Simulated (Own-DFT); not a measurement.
# Shaking the atoms of zincblende InP, 64 atoms (In32P32)

All numbers below are calculated, not measured. They come from Own-DFT, an in-house plane-wave density functional program, since retired, whose code no person has reviewed. Each row is one single-point run on a periodic cell that was not relaxed, without spin or spin-orbit coupling.

Settings of every run: PBE; PseudoDojo norm-conserving scalar-relativistic files; cutoff 36 hartree; 3 x 3 x 3 k mesh centred on Gamma; Fermi-Dirac smearing of 0.1 eV.

Known limits, some of them of some rows only: some atoms lie very close together; forces on such cells moved up to 12 meV/angstrom on a denser k mesh; stress not checked against mesh or cutoff.

Cell vectors in Å: (11.737, 0.000, 0.000); (0.000, 11.737, 0.000); (0.000, 0.000, 11.737). In each run every atom was moved at random and independently from its ideal site; u is the rms move along one axis. E is the free energy for each atom above the fitted value at u = 0, and F the rms of the force components.

| run | u (Å) | E (meV/atom) | F (eV/Å) | largest force (eV/Å) | P (GPa) |
|---|---|---|---|---|---|
| 1 | 0.0195 | 5.5 | 0.230 | 0.75 | 3.20 |
| 2 | 0.0219 | ? | ? | ? | ? |
| 3 | 0.0228 | 7.5 | 0.271 | 0.84 | 3.22 |
| 4 | 0.0491 | 38.2 | 0.627 | 2.46 | 3.63 |
| 5 | 0.0496 | 40.1 | 0.666 | 2.42 | 3.64 |
| 6 | 0.0504 | 36.9 | 0.604 | 1.95 | 3.58 |
| 7 | 0.0934 | 119.5 | 1.135 | 3.74 | 4.57 |
| 8 | 0.0958 | 144.5 | 1.318 | 6.53 | 4.91 |
| 9 | 0.0987 | 137.5 | 1.294 | 4.86 | 4.81 |
| 10 | 0.1534 | 362.9 | 2.508 | 13.40 | 7.23 |
| 11 | 0.2142 | 690.1 | 3.833 | 15.60 | 11.63 |

## Worked fit

For small independent moves the energy grows as E = (3/2) K u², with K the mean stiffness felt by one atom. The runs with u up to 0.11 Å give K = 9.9 ± 0.3 eV/Å², with residuals divided by u² + 0.0006 Å², since the noise grows with the moves. The scatter is 2.7 meV/atom at u = 0.05 Å. The forces follow F = G u with G = 12.6 eV/Å²; no force at u = 0 is resolved. G exceeds K because the moves of its neighbours add to the force on an atom, and stiffness differs between atoms. At u = 0.214 Å the parabola gives 685 meV/atom and the run 690. The pressure follows P = 3.16 + 175 u² GPa: at fixed volume, shortened bonds push harder than stretched ones pull.

## Withheld run

Question: what energy and rms force should run 2 give?

The fit gives 7 ± 1 meV/atom and about 0.28 eV/Å. The calculation gave 7.7 meV/atom and 0.281 eV/Å.
